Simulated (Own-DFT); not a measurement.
# One host, several defects: zincblende GaAs

No measurement is shown. These are fixed-geometry runs of a retired plane-wave code named Own-DFT, which no person has reviewed; spin and spin-orbit coupling are neglected.

Method: PBE; PseudoDojo norm-conserving scalar-relativistic files; cutoff 42 hartree; 3 x 3 x 3 k mesh centred on Gamma; Fermi-Dirac smearing of 0.1 eV.

Keep in mind (not all hold for every row): not probed for a lower state with spin; forces on such cells failed a check on a denser k mesh; forces not confirmed at this smearing and k mesh; forces on such cells passed a denser k mesh, each cell not checked; stress not checked against mesh or cutoff.

All runs share one cell, with vectors in Å (11.307, 0.000, 0.000); (0.000, 11.307, 0.000); (0.000, 0.000, 11.307) and a volume of 1445.4 Å³. u is the rms random offset of the atoms per axis. The defect's site can differ from row to row.

| cell | formula | u (Å) | P (GPa) |
|---|---|---|---|
| no defect | As32Ga32 | 0.0191 | 3.52 |
| no defect | As32Ga32 | 0.0513 | 3.94 |
| no defect | As32Ga32 | 0.0558 | 3.96 |
| one As on a Ga site | As33Ga31 | 0.0286 | 4.22 |
| one As on a Ga site | As33Ga31 | 0.0288 | 4.23 |
| one As on a Ga site | As33Ga31 | 0.0497 | ? |
| one As on a Ga site | As33Ga31 | 0.0511 | 4.61 |
| one As on a Ga site and one Ga on an As site | As32Ga32 | 0.0312 | 3.99 |
| one As on a Ga site and one Ga on an As site | As32Ga32 | 0.0313 | 3.97 |
| one As on a Ga site and one Ga on an As site | As32Ga32 | 0.0513 | 4.23 |
| one Al on a Ga site | AlAs32Ga31 | 0.0488 | 4.02 |
| one Al on a Ga site | AlAs32Ga31 | 0.0496 | 3.80 |
| one Al on a Ga site | AlAs32Ga31 | 0.0533 | 4.07 |
| two As on a Ga site each | As34Ga30 | 0.0285 | 4.79 |
| two As on a Ga site each | As34Ga30 | 0.0286 | 4.76 |
| two As on a Ga site each | As34Ga30 | 0.0303 | 4.77 |

## Analysis

P = P0 + c u² + a shift for each defect gives P0 = 3.44 GPa, c = 179 ± 24 GPa/Å² and a scatter of 0.07 GPa. The shifts, and each times the cell's volume:

- two As on a Ga site each: 1.18 ± 0.06 GPa, 10.6 eV (5.3 eV for each of its 2 sites)
- one As on a Ga site: 0.66 ± 0.06 GPa, 5.9 eV
- one As on a Ga site and one Ga on an As site: 0.35 ± 0.06 GPa, 3.1 eV
- one Al on a Ga site: 0.06 ± 0.06 GPa, 0.6 eV (not resolved)

Against the defect-free cell, a freed cell would be larger where the shift is positive and smaller where it is negative (160.2 GPa Å³ is 1 eV). The atoms around the defects weren't relaxed, which would change these numbers.

## Withheld run

The question: what pressure belongs in the blank (one As on a Ga site, u = 0.0497 Å)?

Estimate: 4.54 ± 0.08 GPa. The hidden result is 4.59 GPa.
